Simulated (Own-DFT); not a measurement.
# Computed records: Ti12O23 (rutile with two vacancies, strained, atoms displaced), Si23O48 (quartz with one vacancy, atoms displaced)

A calculation, not a measurement: plane-wave PBE density functional theory by an unreviewed code, no spin, of a simulated periodic cell, stress positive in tension, free energy of the whole cell less one offset for each atom, defect cell not probed for a lower state with spin; oxygen file: force components 24 meV/angstrom off all-electron in one glass; forces on such cells passed a denser k mesh, this cell's mesh not checked; offsets are fitted by least squares, one for each functional and potential file, so energies compare only between cells with the same atoms and settings and are not formation energies; the far tail of each file's local potential was reset to the Coulomb form; each entry is a single point on an unrelaxed cell, so the pressure reflects the starting lattice, mostly measured values (interpolated for alloys), from which strain is counted, and rises with the displacements; printed positions are rounded, which can move forces by about a meV/angstrom; the program, named Own-DFT, is a retired in-house code; no spin-orbit coupling; before rounding, a Quantum ESPRESSO 7.3.1 run of the same cell and cutoff gave forces within 1 meV/angstrom rms on each cell, which checks the program and not the settings. Program: Own-DFT development build.

Settings shared by all entries: functional PBE; potential files PseudoDojo norm-conserving, scalar-relativistic, standard set; wave cutoff 72 hartree; occupations Fermi-Dirac; smearing width 0.1 eV.

(1) 
```xyz
70
Lattice="9.3661 0.0625 -0.1291 0.0625 9.1278 -0.0641 -0.1247 -0.0619 8.9967" Properties=species:S:1:pos:R:3:force_x:R:1:force_y:R:1:force_z:R:1 formula=Ti12O23 k_mesh=3_x_3_x_3_centred_on_Gamma free_energy_of_cell_above_offsets=-14.065 pressure=-1.2 stress_xx=1.81 stress_yy=-1.44 stress_zz=3.23 stress_yz=-1.95 stress_xz=-3.44 stress_xy=2.61
Ti     0.0781     9.1215    -0.0552     -0.197      -0.69      -0.85
Ti     2.3246     2.2941     1.4468     -0.085      0.362      -0.59
O      1.4547     1.4424    -0.0078     -0.015     -0.499      -0.02
O      3.1953     3.1886     8.9229     -0.344     -0.109      0.243
O      3.8340     0.9041     1.4558     -1.134     -0.034     -0.586
O      0.9080     3.6347     1.4642      0.247     -0.229     -0.154
Ti    -0.0343     0.0240     2.9554      0.049     -1.323      1.846
Ti     2.2952     2.2772     4.3770      0.066       0.34      1.673
O      1.3881     1.3832     3.0146      0.035     -0.221     -1.076
O      3.2399     3.1746     2.9285     -0.106     -0.288      0.173
O      3.6940     0.8519     4.4785       0.15      0.406     -0.588
O      0.8859     3.6302     4.4296     -0.113      0.029      0.549
Ti     9.2567     0.0584     5.8970      0.647      -0.91     -1.042
Ti     2.2421     2.2248     7.4481      0.176      0.134     -0.953
O      1.3296     1.3713     6.0199      0.127     -0.033     -0.367
O      3.2008     3.1271     5.9359      0.331      0.851      0.381
O      3.6496     0.8885     7.4161       0.26     -0.976      0.661
O      0.8281     3.6011     7.4881      -0.17      0.309     -0.159
Ti     9.2438     4.5541     8.8307       0.12      0.324      0.613
Ti     2.3801     6.8921     1.3874     -0.471     -1.031      2.176
O      1.4318     5.9240    -0.0387      1.429      0.825     -0.609
O      3.7942     5.4622     1.4450     -0.413      0.651     -0.454
O      0.9556     8.2412     1.3872      0.586     -0.023      0.212
Ti     9.3232     4.5735     2.8212      0.722      1.341      0.561
Ti     2.3441     6.7876     4.4239      -1.35       0.39     -1.141
O      1.3613     5.9641     2.9458      0.348     -0.342     -0.848
O      3.2148     7.7026     2.9776       0.73      0.655     -1.426
O      3.6619     5.4407     4.4089      1.462     -1.175      0.307
O      0.9291     8.1755     4.4096     -0.974      1.018     -0.121
Ti    -0.0298     4.5060     6.0144     -0.092      0.096      -1.03
Ti     2.3388     6.7668     7.4355     -2.615      0.818      -1.99
O      1.3968     5.9374     5.9179      0.176     -0.898      1.551
O      3.2052     7.7129     5.8232      0.759     -0.015      2.245
O      0.8883     8.1686     7.4417      0.818     -0.308      0.431
Ti     4.5918     9.0855     8.8482      1.535      1.037      0.293
Ti     7.0154     2.3422     1.4167       -0.3     -0.301     -0.489
O      6.0731     1.4641    -0.0908      0.347     -0.112      0.077
O      7.8154     3.2028     8.8433      0.129     -0.087      0.871
O      8.4477     0.8852     1.3242     -0.547      0.894       0.33
O      5.5569     3.7111     1.4373      0.698     -0.501     -0.153
Ti     4.6622     0.0288     2.9667     -0.346     -0.477      0.049
Ti     6.9712     2.3067     4.3992      0.069     -0.074      1.017
O      6.0759     1.4124     2.8916      0.252      0.027     -0.057
O      7.9252     3.2617     2.8403      -0.74      -1.06      0.179
O      8.4024     0.9188     4.3818     -0.087        0.1     -0.514
O      5.5879     3.6992     4.3866     -0.323      0.063      0.413
Ti     4.6725     9.0757     5.8705     -0.041      0.276     -0.227
Ti     6.9532     2.2947     7.4221     -0.211     -0.659     -0.616
O      6.0719     1.4138     5.9677     -0.402      -0.44     -1.037
O      7.8507     3.1894     5.8868      0.495      0.311     -0.236
O      8.3890     0.8850     7.3230     -0.326      0.361      0.976
O      5.5699     3.6481     7.3737     -1.457      1.369      0.205
Ti     4.7356     4.5643    -0.0663      0.217      0.075      0.698
Ti     7.0298     6.8631     1.3885      0.314        0.1      0.226
O      6.1130     6.0039    -0.0993     -0.234     -0.569     -0.557
O      7.9899     7.7298    -0.1279      0.286       0.52     -0.194
O      8.4889     5.5013     1.3830     -0.211     -0.203     -0.854
O      5.6214     8.2514     1.3300     -0.596      -0.01     -0.022
Ti     4.6090     4.5533     2.8793      0.396      0.767      0.703
Ti     7.0171     6.8564     4.3529      0.769     -0.141      0.023
O      6.1306     5.9999     2.9022     -0.775     -0.527     -0.415
O      7.9543     7.7052     2.8429      0.125      1.121     -0.025
O      8.3960     5.5350     4.3095      0.639     -0.959      0.684
O      5.5417     8.2349     4.3851      0.325      0.155     -0.137
Ti     4.6706     4.5342     5.9125      0.344     -0.618     -1.715
Ti     6.9725     6.8074     7.3747      0.303      0.562     -0.153
O      6.0667     5.9857     5.8959     -0.928     -0.904     -0.036
O      7.8838     7.7269     5.8875      0.186      0.352      0.108
O      8.4374     5.4586     7.3117     -0.282     -0.025      0.163
O      5.5773     8.2197     7.3327     -0.784      0.131        0.8
```

Units: free_energy_of_cell_above_offsets in eV; pressure, stress_xx, stress_yy, stress_zz, stress_yz, stress_xz, stress_xy in GPa; force_x, force_y, force_z in eV/Å.

(2) 
```xyz
70
Lattice="9.3622 -0.0926 -0.1599 -0.0926 9.2187 0.0188 -0.1545 0.0182 8.8800" Properties=species:S:1:pos:R:3:force_x:R:1:force_y:R:1:force_z:R:1 formula=Ti12O23 k_mesh=3_x_3_x_3_centred_on_Gamma free_energy_of_cell_above_offsets=-14.718 pressure=0.21 stress_xx=1.06 stress_yy=-0.8 stress_zz=-0.88 stress_yz=0.47 stress_xz=-3.95 stress_xy=-3.98
Ti     0.0086     0.0214     0.0152      -0.32     -0.673      0.158
Ti     2.2572     2.2856     1.4582      0.608      0.176     -1.129
O      1.2300     1.3843     8.8494      0.527      0.499     -0.141
O      3.1977     3.1610    -0.0261     -0.026     -0.055     -0.035
O      3.7150     0.8565     1.3918     -0.173      0.226      0.291
O      0.8004     3.7533     1.4634      0.935     -1.008      0.766
Ti     9.2822    -0.0247     2.7826     -0.421     -0.942     -0.043
Ti     2.2537     2.2719     4.3392      0.248      0.781       1.14
O      1.3477     1.3820     2.9415      0.556      0.498     -0.073
O      3.1501     3.2271     2.8939     -0.333     -0.635      0.293
O      3.7133     0.8644     4.4079      -0.74      0.053      0.002
O      0.7637     3.6764     4.3967      0.634      0.327      0.624
Ti    -0.0976     0.0344     5.8956     -0.286     -0.074     -0.135
Ti     2.1712     2.2695     7.3393      0.132      0.898       0.26
O      1.2873     1.4123     5.9053      0.549      0.152     -0.323
O      3.2111     3.2287     5.8439     -1.497     -1.239      0.101
O      3.6396     0.8324     7.3311     -0.777      0.088     -0.765
O      0.7151     3.6803     7.3972      0.694      0.324     -0.432
Ti    -0.0412     4.5587     0.0311     -0.277      0.898     -0.671
Ti     2.2763     6.8972     1.4811     -0.572     -0.551     -0.521
O      1.3504     6.0190     0.0414      0.051      -0.11     -0.832
O      3.1221     7.7741     0.0097       0.63      0.374     -0.825
O      3.6647     5.4906     1.4141      0.373     -0.076      0.146
O      0.7909     8.3153     1.5577     -0.163      0.286     -0.481
Ti     9.2568     4.5242     2.8149      0.232      0.243     -0.456
Ti     2.1923     6.9175     4.4033     -0.269     -0.049     -2.103
O      1.2693     6.0562     2.9613      0.355     -0.185      0.699
O      3.0855     7.8283     2.9721      0.274      0.073      0.584
O      3.6567     5.4882     4.3963     -0.824      0.862     -0.362
O      0.7229     8.3327     4.4591      1.022     -0.782      0.521
Ti     9.2119     4.5846     5.7674     -1.278      -1.83      1.073
Ti     2.1126     6.9414     7.3977     -0.428     -0.312      2.584
O      3.5374     5.4820     7.3053     -0.214       0.65      0.172
O      0.7383     8.3167     7.4740      0.112     -0.268     -0.776
Ti     4.4917    -0.0278     8.7702      0.598      0.159      1.471
Ti     6.9507     2.2698     1.3737     -0.129     -0.293     -0.741
O      5.9284     1.3342     8.7663      0.271      0.522      0.558
O      7.9085     3.1506    -0.1123     -0.496     -0.388      0.424
O      8.4558     0.8478     1.3020     -0.529       0.43       0.17
O      5.5122     3.6799     1.4190      0.289     -0.345     -0.152
Ti     4.5934    -0.0378     2.8822      0.697     -0.192     -0.458
Ti     6.8874     2.3068     4.2752      0.143     -0.119       1.59
O      6.0514     1.3988     2.8911     -0.353     -0.555     -0.953
O      7.8529     3.2017     2.8730     -0.377     -0.547     -0.582
O      8.3579     0.7953     4.2857      0.049      0.344      0.177
O      5.4950     3.6681     4.3556     -0.084       0.28     -0.182
Ti     4.4734     9.1522     5.8778      1.712      1.406     -0.945
Ti     6.9142     2.2415     7.2764      -0.19     -0.282     -0.571
O      6.0238     1.4119     5.8062     -0.934     -1.018     -0.042
O      7.8061     3.0890     5.8084      0.751      1.132     -0.167
O      8.2897     0.8544     7.2338      0.501     -0.504      0.262
O      5.4192     3.6460     7.2915     -0.127      0.599      0.681
Ti     4.5206     4.5705     8.7844     -0.422     -0.146      0.015
Ti     6.8960     6.8035     1.3930      0.606      0.587     -0.575
O      5.8952     5.9668     8.7786     -0.343     -0.124     -0.376
O      7.8353     7.7332    -0.1107       0.05      0.053     -0.118
O      8.3161     5.4035     1.3125      0.101      0.263      0.292
O      5.4750     8.2844     1.4079     -0.271     -0.138      0.351
Ti     4.6053     4.5672     2.9045     -0.464       0.25     -0.217
Ti     6.9174     6.8199     4.3205     -0.139      0.752      0.135
O      5.9923     5.9516     2.8591      0.201      0.099      0.304
O      7.7938     7.7819     2.8465     -0.457     -0.601      0.204
O      8.3743     5.4473     4.2987     -0.271      0.646      0.372
O      5.3976     8.2646     4.3871     -0.184     -0.131      0.319
Ti     4.5255     4.6079     5.8687     -0.144      -0.26      0.095
Ti     6.7876     6.9403     7.2743      0.702     -0.293      0.486
O      5.9065     6.0240     5.7984      0.528     -0.024      0.054
O      7.7905     7.7497     5.8231     -0.378      -0.29     -0.057
O      8.2926     5.4027     7.2291      0.161       0.59     -0.734
O      5.3916     8.3029     7.3446     -0.403     -0.486       -0.4
```

Units: free_energy_of_cell_above_offsets in eV; pressure, stress_xx, stress_yy, stress_zz, stress_yz, stress_xz, stress_xy in GPa; force_x, force_y, force_z in eV/Å.

(3) 
```xyz
71
Lattice="9.8268 0.0000 0.0000 -4.9134 8.5103 0.0000 0.0000 0.0000 10.8104" Properties=species:S:1:pos:R:3:force_x:R:1:force_y:R:1:force_z:R:1 formula=Si23O48 k_mesh=3_x_3_x_2_centred_on_Gamma free_energy_of_cell_above_offsets=-2.781 pressure=10.27 stress_xx=-11.88 stress_yy=-8.33 stress_zz=-10.6 stress_yz=3.25 stress_xz=1.63 stress_xy=1.86
Si    -1.1300     2.0124     3.5137     -2.945     -0.659      4.019
Si     1.1889     2.3542     1.8289       6.19      0.478     -5.317
O      1.3876     1.1154     0.6391     -0.407      1.374      0.891
O      2.7202     2.5313     2.4796     -1.744      0.228     -1.271
O      3.1704     0.6042     4.2855      3.103      2.194     -3.466
O     -1.0043     3.0958     4.7763     -1.203      -1.87     -1.321
O      0.2896     1.8417     2.9044      -2.19     -2.406      3.329
O      0.7376     3.7654     1.1708      1.128     -1.582      1.375
Si     2.2796     0.0065     5.3762      1.124     -2.614      2.234
Si     8.6126     1.9722     8.9247      3.515     -2.356      3.677
Si     1.3463     2.3287     7.2860     -1.282     -5.085      0.159
O      1.3459     1.0689     5.9624     -1.886      4.602      4.048
O      2.7349     2.5232     8.0122     -0.875      0.955     -2.609
O      3.2223     0.6530     9.6432     -1.522     -4.476      2.029
O     -1.0332     3.0331    10.0838     -0.197      2.206      2.264
O      0.3057     1.7751     8.4668      1.676     -0.208     -2.274
O      0.7974     3.6153     6.6496     -1.573      3.064     -1.833
Si    -0.1157     4.2470    10.7276     -4.764      -2.26      3.019
Si     6.2215     6.1913     3.6085      1.158      4.714     -0.864
Si    -1.1312     6.5022     1.8012       0.13      0.215     -0.104
O     -1.0657     5.3288     0.6770     -0.548      0.516      -0.13
O      0.4001     6.8069     2.4116     -1.891     -0.056     -0.916
O      0.7858     4.8930     4.2668     -0.669     -0.365      1.125
O     -3.4708     7.3316     4.8006     -1.303     -1.977     -1.131
O     -2.1632     5.9705     2.9677      1.469     -0.219     -0.519
O     -1.7125     7.9108     1.1509      0.311     -0.208      0.066
Si    -0.2138     4.2604     5.4973      3.917     -0.499      -2.17
Si     6.2000     6.2518     8.9780      0.805      0.244      0.947
Si    -1.1306     6.5801     7.1541     -0.205      -4.04       2.33
O     -1.1461     5.3996     5.9660     -1.441      1.863      2.028
O      0.2708     6.7490     7.8531      1.756     -0.468      0.761
O      0.7484     4.8292     9.6760      4.002      3.379     -4.875
O     -3.5026     7.3493    10.1676     -0.395      0.229      0.517
O     -2.1345     6.0514     8.4200        0.6     -0.126     -1.857
O     -1.5865     7.8599     6.5031     -1.937      4.089     -1.859
Si     7.2189     0.0292     0.0283     -0.367     -1.932     -1.597
Si     3.7089     1.9815     3.5923      0.573      -0.28      0.147
Si     6.1903     2.2097     1.7772     -0.004      4.925      1.262
O      6.2754     1.1953     0.6722      0.785     -3.737      -3.84
O      7.6236     2.5048     2.4282      1.031      0.123      0.319
O      8.0818     0.5772     4.3012       6.11      5.163     -7.779
O      3.7364     3.1669     4.7056      0.759     -0.077      0.759
O      5.1935     1.8146     2.8848      -2.52     -0.938      2.721
O      5.6600     3.6731     1.1198      4.977     -4.044      6.019
Si     7.2934     0.0479     5.4044     -2.308     -6.909       3.82
Si     3.7737     1.9260     9.0273     -2.304      2.882      1.916
Si     6.1536     2.2824     7.2057      2.274     -3.801     -0.387
O      6.3262     1.0341     5.9998      -3.53      6.039      4.766
O      7.7077     2.4825     7.8333     -4.952      1.378     -4.174
O      8.1781     0.5646     9.6314     -0.893       0.24      0.011
O      3.7963     3.0633    10.1409       1.83      2.437      2.154
O      5.1245     1.7963     8.3699      5.689     -0.334      -3.14
O      5.7028     3.5774     6.4640      0.719      0.563      0.659
Si     4.8813     4.2022     0.0085     -8.068      2.955     -4.653
Si     1.3101     6.3082     3.6473      0.529     -0.527      0.692
Si     3.7615     6.4656     1.8168      1.398        0.6      0.232
O      3.7942     5.3753     0.6811      1.651     -2.634     -2.284
O      5.2346     6.7552     2.4769      -0.89      0.309     -0.722
O      5.6115     4.9688     4.2334     -1.416     -4.867      2.152
O      1.2701     7.4764     4.7982      0.849     -1.081     -0.651
O      2.7637     5.9570     2.9458     -1.156      0.336      1.572
O      3.3068     7.8182     1.0704     -0.834      1.387      0.316
Si     4.7435     4.2402     5.4099     -1.038      0.417     -2.738
Si     1.3527     6.2469     9.0303     -5.891      0.163      0.958
Si     3.8373     6.5273     7.2447     -8.402     -3.174     -2.857
O      3.8917     5.3936     6.0494     -0.989      0.801       1.49
O      5.1299     6.7562     7.8532      7.825      0.919      3.823
O      5.6852     4.8252     9.5908      0.496      0.299     -0.901
O      1.2708     7.3965    10.1300      1.095      1.786      1.783
O      2.6776     6.0108     8.3905      6.092     -0.568     -3.166
O      3.3080     7.8048     6.5321     -1.023      2.306     -0.982
```

Units: free_energy_of_cell_above_offsets in eV; pressure, stress_xx, stress_yy, stress_zz, stress_yz, stress_xz, stress_xy in GPa; force_x, force_y, force_z in eV/Å.
